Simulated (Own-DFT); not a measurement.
# Which arrangement is lower? C16Si16, 32 atoms

All numbers below are calculated, not measured. They come from Own-DFT, an in-house plane-wave density functional program, since retired, whose code no person has reviewed. Each row is one single-point run on a periodic cell that was not relaxed, without spin or spin-orbit coupling.

Settings of every run: PBE; PseudoDojo norm-conserving scalar-relativistic files; cutoff 42 hartree; 5 x 5 x 3 k mesh centred on Gamma; Fermi-Dirac smearing of 0.1 eV.

Known limits: forces on such cells passed a denser k mesh, each cell not checked; stress not checked against mesh or cutoff.

All cells hold the same atoms in the same cell, with vectors in Å (6.165, 0.000, 0.000); (-3.083, 5.339, 0.000); (0.000, 0.000, 10.068). Every atom was moved at random from its ideal site; u is the rms move along one axis. E is the free energy of the cell above the lowest run. The arrangements:

- A: 2H SiC
- B: 4H SiC

| arrangement | u (Å) | E (eV) | P (GPa) |
|---|---|---|---|
| A | 0.0269 | 0.010 | 3.66 |
| A | 0.0294 | 0.164 | 3.74 |
| A | 0.0311 | 0.334 | 3.83 |
| A | 0.0562 | 2.935 | 6.13 |
| A | 0.0649 | 3.561 | 5.71 |
| A | 0.0659 | 5.196 | 7.63 |
| B | 0.0286 | 0.136 | 3.63 |
| B | 0.0290 | 0.000 | 3.63 |
| B | 0.0292 | 0.293 | 3.91 |
| B | 0.0567 | 2.773 | 5.83 |
| B | 0.0639 | 3.884 | 6.71 |
| B | 0.0677 | 4.545 | 7.48 |

Question: once the cost of the random moves is taken out, how do the arrangements rank?

## Worked answer

Fit E = a + b u², with one b for all and one a for each arrangement, and with residuals divided by u², since the noise grows with the moves. Then b = 1185 eV/Å², the scatter at u = 0.04 Å is 0.18 eV, and against A:

- B: -0.02 ± 0.08 eV (not told apart from A)

These are energies of unrelaxed cells. Relaxing the atoms lowers the strained arrangements most, so the gaps would shrink and small ones could change sign.
